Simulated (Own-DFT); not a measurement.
SiC (2H silicon carbide, strained, atoms displaced) (calculated)

All values are calculated (Own-DFT development build). A calculation, not a measurement: plane-wave PBE density functional theory by an unreviewed code, no spin, of a simulated periodic cell, stress positive in tension, free energy of the whole cell less one offset for each atom, forces on such cells passed a denser k mesh, this cell's mesh not checked; offsets are fitted by least squares, one for each functional and potential file, so energies compare only between cells with the same atoms and settings and are not formation energies; the far tail of each file's local potential was reset to the Coulomb form; each entry is a single point on an unrelaxed cell, so the pressure reflects the starting lattice, mostly measured values (interpolated for alloys), from which strain is counted, and rises with the displacements; printed positions are rounded, which can move forces by about a meV/angstrom; the program, named Own-DFT, is a retired in-house code; no spin-orbit coupling.

```cif
# cell vector a (Å): 9.2315 0.0721 0.1259
# cell vector b (Å): -4.5533 7.9811 -0.0010
# cell vector c (Å): 0.1371 0.0779 9.9038
data_SiC
_symmetry_space_group_name_H-M 'P 1'
_symmetry_Int_Tables_number 1
_cell_length_a 9.2326
_cell_length_b 9.1886
_cell_length_c 9.9051
_cell_angle_alpha 90.008
_cell_angle_beta 88.422
_cell_angle_gamma 119.255
_cell_volume 732.76
loop_
_atom_site_label
_atom_site_type_symbol
_atom_site_fract_x
_atom_site_fract_y
_atom_site_fract_z
_atom_site_occupancy
Si1 Si 0.98939 0.98516 0.99896 1
Si2 Si 0.10946 0.22787 0.24199 1
C1 C 0.99654 0.00668 0.18149 1
C2 C 0.11142 0.23481 0.43267 1
Si3 Si 0.00277 0.00818 0.49826 1
Si4 Si 0.10848 0.20737 0.75283 1
C3 C 0.00155 0.99111 0.68221 1
C4 C 0.10376 0.22059 0.93050 1
Si5 Si 0.99779 0.33353 0.00888 1
Si6 Si 0.10545 0.55393 0.24682 1
C5 C 0.99585 0.34038 0.18475 1
C6 C 0.10732 0.55153 0.43208 1
Si7 Si 0.98683 0.33008 0.50340 1
Si8 Si 0.11111 0.54842 0.74967 1
C7 C 0.99687 0.32113 0.69118 1
C8 C 0.10696 0.54499 0.94068 1
Si9 Si 0.00160 0.66796 0.00385 1
Si10 Si 0.11733 0.89017 0.25056 1
C9 C 0.00091 0.67280 0.17222 1
C10 C 0.10179 0.87514 0.43859 1
Si11 Si 0.00171 0.66489 0.50434 1
Si12 Si 0.11539 0.88843 0.74366 1
C11 C 0.99485 0.65774 0.69252 1
C12 C 0.10258 0.89078 0.93351 1
Si13 Si 0.33598 0.01018 0.00052 1
Si14 Si 0.44927 0.21790 0.24644 1
C13 C 0.32921 0.99066 0.18858 1
C14 C 0.44920 0.22682 0.43425 1
Si15 Si 0.33697 0.00093 0.50138 1
Si16 Si 0.44255 0.22528 0.76224 1
C15 C 0.33042 0.00109 0.68642 1
C16 C 0.44847 0.22240 0.93570 1
Si17 Si 0.32953 0.33199 0.00147 1
Si18 Si 0.44252 0.56178 0.25209 1
C17 C 0.32083 0.33061 0.18745 1
C18 C 0.43863 0.54912 0.44024 1
Si19 Si 0.33548 0.32768 0.50968 1
Si20 Si 0.43746 0.54728 0.74632 1
C19 C 0.33879 0.33687 0.68743 1
C20 C 0.44356 0.56050 0.93380 1
Si21 Si 0.33486 0.67703 0.00301 1
Si22 Si 0.44035 0.87985 0.24487 1
C21 C 0.34482 0.67779 0.19150 1
C22 C 0.45589 0.91080 0.43931 1
Si23 Si 0.32939 0.67216 0.49266 1
Si24 Si 0.44713 0.88235 0.75552 1
C23 C 0.33911 0.67246 0.68628 1
C24 C 0.45375 0.89266 0.93937 1
Si25 Si 0.66574 0.99858 0.99776 1
Si26 Si 0.78944 0.23242 0.24823 1
C25 C 0.66466 0.00482 0.18361 1
C26 C 0.78014 0.22422 0.43458 1
Si27 Si 0.65947 0.99916 0.49894 1
Si28 Si 0.78077 0.22450 0.75030 1
C27 C 0.67420 0.00653 0.69511 1
C28 C 0.77681 0.22531 0.93898 1
Si29 Si 0.67423 0.34451 0.99926 1
Si30 Si 0.78190 0.56002 0.25522 1
C29 C 0.66637 0.33690 0.18153 1
C30 C 0.77652 0.54305 0.43749 1
Si31 Si 0.67486 0.33405 0.50241 1
Si32 Si 0.77137 0.55840 0.74584 1
C31 C 0.67869 0.34345 0.69243 1
C32 C 0.78427 0.56406 0.94270 1
Si33 Si 0.66729 0.66876 0.00053 1
Si34 Si 0.77503 0.88926 0.25597 1
C33 C 0.67574 0.66581 0.19138 1
C34 C 0.78599 0.88954 0.43407 1
Si35 Si 0.66994 0.66909 0.49793 1
Si36 Si 0.76751 0.88832 0.74417 1
C35 C 0.67307 0.67394 0.67977 1
C36 C 0.77645 0.89393 0.94178 1
_calc_functional 'PBE'
_calc_potential_files 'PseudoDojo norm-conserving, scalar-relativistic, standard set'
_calc_wave_cutoff 42  # hartree
_calc_occupations 'Fermi-Dirac'
_calc_smearing_width 0.1  # eV
_calc_hardware 'one NVIDIA H100'
_calc_k_mesh '4 x 4 x 3 centred on Gamma'
_calc_free_energy_of_cell_above_offsets '-4.634'  # eV
_calc_pressure 9.5  # GPa
_calc_stress_xx -4.65  # GPa
_calc_stress_yy -4.35  # GPa
_calc_stress_zz -19.51  # GPa
_calc_stress_yz 2.18  # GPa
_calc_stress_xz 4.51  # GPa
_calc_stress_xy 3.44  # GPa
_calc_wall_time 347.6  # s
```

Force:
```csv
element,x (eV/Å),y (eV/Å),z (eV/Å)
Si,-0.928,2.937,-0.297
Si,-0.672,-1.246,1.363
C,0.926,-0.744,1.859
C,0.926,-1.498,0.981
Si,0.489,-0.375,-1.104
Si,-0.675,0.999,-1.796
C,-1.275,0.765,0.832
C,1.161,-0.485,3.072
Si,-0.186,-1.153,-3.936
Si,0.204,1.58,-0.462
C,2.012,0.178,1.603
C,-0.086,0.702,1.107
Si,2.406,0.49,-0.275
Si,-0.28,-0.017,0.349
C,0.544,1.293,-0.728
C,0.235,2.532,0.025
Si,0.006,0,-5.326
Si,-2.474,-0.435,-0.499
C,0.703,-0.257,6.698
C,0.796,2.679,-0.208
Si,-0.778,-1.233,-0.318
Si,-0.93,-1.449,0.869
C,0.861,0.914,-0.501
C,3.186,-0.677,-0.002
Si,-0.156,-2.254,-0.503
Si,-1.543,0.567,0.24
C,0.563,1.707,-0.401
C,0.388,-0.836,1.06
Si,-2.138,1.025,-0.521
Si,1.288,-0.449,-4.347
C,1.857,0.567,1.235
C,-0.47,1.412,3.077
Si,-0.718,0.322,-1.083
Si,2.188,-1.798,-0.055
C,2.67,1.321,-0.232
C,0.364,1.564,0.167
Si,-1.293,0.709,-3.561
Si,0.522,2.426,0.07
C,-0.427,-1.79,1.868
C,0.582,-0.557,1.116
Si,0.352,-1.846,-0.937
Si,0.502,4.637,1.587
C,-1.675,-3.384,-0.972
C,-0.188,-4.046,-1.648
Si,1.045,-0.333,0.877
Si,-1.095,1.644,-1.175
C,-0.751,-1.388,-0.383
C,-2.204,0.004,0.207
Si,-0.033,1.816,0.646
Si,-3.126,-2.161,-0.432
C,0.715,-0.294,1.528
C,-0.158,-0.892,0.569
Si,2.803,0.992,0.646
Si,-0.212,0.409,1.286
C,-2.288,-0.326,-2.167
C,0.492,-0.154,0.264
Si,-0.141,-0.933,-0.792
Si,0.393,-1.106,-1.718
C,0.787,0.266,1.835
C,-0.032,2.667,0.707
Si,-1.862,-1.012,0.112
Si,1.576,0.683,1.641
C,-1.544,-1.926,-0.601
C,-0.716,-0.353,-1.67
Si,-0.389,0.045,0.133
Si,0.219,0.411,-2.964
C,-2.59,0.692,-0.013
C,-1.613,0.307,2.08
Si,-0.285,-1.01,-1.337
Si,3.215,-0.092,1.554
C,-1.476,-1.066,1.521
C,0.431,-1.681,-1.818
```
